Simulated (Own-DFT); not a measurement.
# One host, several defects: C11b WSi2

The numbers are computed, not measured, by runs of the plane-wave DFT program Own-DFT (in-house, retired, unreviewed) at fixed positions, with no spin and no spin-orbit coupling.

Method: PBE; PseudoDojo norm-conserving scalar-relativistic files; cutoff 50 hartree; 5 x 5 x 5 k mesh centred on Gamma; cold (Marzari-Vanderbilt) smearing of 0.2 eV.

Limits: forces on such cells failed a check on a denser k mesh; stress not checked against mesh or cutoff.

All runs share one cell, with vectors in Å (-2.148, -5.953, 3.409); (-6.444, 2.976, 1.136); (-2.553, -2.948, -6.757) and a volume of 403.2 Å³. Atoms were moved at random from their sites; u is the rms move along one axis. The defect's site can differ from row to row.

| cell | formula | u (Å) | P (GPa) |
|---|---|---|---|
| no defect | Si20W10 | 0.0169 | 4.48 |
| no defect | Si20W10 | 0.0448 | 5.55 |
| no defect | Si20W10 | 0.0495 | 6.07 |
| one Si vacancy | Si19W10 | 0.0258 | 3.09 |
| one Si vacancy | Si19W10 | 0.0499 | 3.83 |
| one Si vacancy | Si19W10 | 0.0531 | 4.34 |
| one W vacancy | Si20W9 | 0.0271 | 2.96 |
| one W vacancy | Si20W9 | 0.0315 | 3.81 |
| one W vacancy | Si20W9 | 0.0517 | 5.47 |
| one Si on a W site | Si21W9 | 0.0287 | 6.54 |
| one Si on a W site | Si21W9 | 0.0479 | 7.60 |
| one Si on a W site | Si21W9 | 0.0487 | 7.29 |
| one W on a Si site | Si19W11 | 0.0290 | 9.86 |
| one W on a Si site | Si19W11 | 0.0312 | 9.95 |
| one W on a Si site | Si19W11 | 0.0479 | 10.56 |
| one W on a Si site | Si19W11 | 0.0486 | ? |

## Analysis

P = P0 + c u² + a shift for each defect gives P0 = 4.24 GPa, c = 713 ± 103 GPa/Å² and a scatter of 0.33 GPa. The shifts, and each times the cell's volume:

- one W on a Si site: 4.91 ± 0.27 GPa, 12.3 eV
- one Si on a W site: 1.60 ± 0.27 GPa, 4.0 eV
- one W vacancy: -1.21 ± 0.27 GPa, -3.0 eV
- one Si vacancy: -1.91 ± 0.27 GPa, -4.8 eV

A positive shift means that the defect pushes the cell outwards. Shift times volume (160.2 GPa Å³ is 1 eV) depends little on the cell's size, so, taken for each site, it can be compared between cells at like pressure. The atoms around the defects weren't relaxed, which would change these numbers.

## Test on the hidden row

Q: what pressure belongs in the blank (one W on a Si site, u = 0.0486 Å)?

From the fit: 10.83 ± 0.40 GPa. The hidden result is 11.16 GPa.
